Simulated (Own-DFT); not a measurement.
# What a change of functional does to the pressure

All numbers below are calculated, not measured. They come from Own-DFT, an in-house plane-wave density functional program, since retired, whose code no person has reviewed. Each row is one single-point run on a periodic cell that was not relaxed, without spin or spin-orbit coupling.

Known limits: forces on such cells failed a check on a denser k mesh; stress not checked against mesh or cutoff.

Each cell was run twice at the same cutoff, k mesh and smearing, with PBE and with PBEsol, on PseudoDojo norm-conserving files made for PBE. Atoms were moved at random from their sites; u is the rms move along one axis. Files made for PBEsol would give a somewhat different change.

```
                                      cell  atoms  volume (Å³/atom)  u (Å)  cutoff (hartree)  P with PBE (GPa)  P with PBEsol (GPa)  change (GPa)
C11b WSi2 with one Si on a W site (Si21W9)     30             13.44  0.049                50              7.64                 3.78         -3.85
C11b WSi2 with one Si on a W site (Si21W9)     30             13.44  0.033                50              6.54                 2.69         -3.86
C11b WSi2 with one Si on a W site (Si21W9)     30             13.44  0.049                50              7.19                 3.34         -3.85
                      C40 NbSi2 (Nb12Si24)     36             14.64  0.154                42             11.87                 8.22         -3.65
                      C40 NbSi2 (Nb12Si24)     36             14.72  0.050                42              2.01                -1.62         -3.63
                      C40 NbSi2 (Nb12Si24)     36             14.64  0.162                42             15.30                11.63         -3.67
                    D0_22 TiAl3 (Al30Ti10)     40             15.53  0.051                42              3.55                 1.63         -1.92
                    D0_22 TiAl3 (Al30Ti10)     40             15.63  0.020                42              1.97                 0.07         -1.90
                    D0_22 TiAl3 (Al30Ti10)     40             15.50  0.049                42              4.03                    ?             ?
                      L1_0 TiAl (Al16Ti16)     32             16.06  0.021                42              1.19                -1.66         -2.84
                      L1_0 TiAl (Al16Ti16)     32             16.06  0.050                42              1.75                -1.09         -2.84
                      L1_0 TiAl (Al16Ti16)     32             16.03  0.042                42              1.86                -0.99         -2.85
```

## Worked reading

Mean change of pressure by composition, in GPa: Si7W3, -3.85; NbSi2, -3.65; AlTi, -2.85; Al3Ti, -1.91. At a fixed cell PBEsol gives the lower pressure, because it favours a smaller volume than PBE. Here the change varies more between materials than between cells of one material.

## Withheld value

Question: what PBEsol pressure should the Al30Ti10 cell with the blank give?

Adding the mean change of the cells with its composition, -1.91 GPa, to 4.03 gives 2.1 GPa. The calculation gave 2.10 GPa.
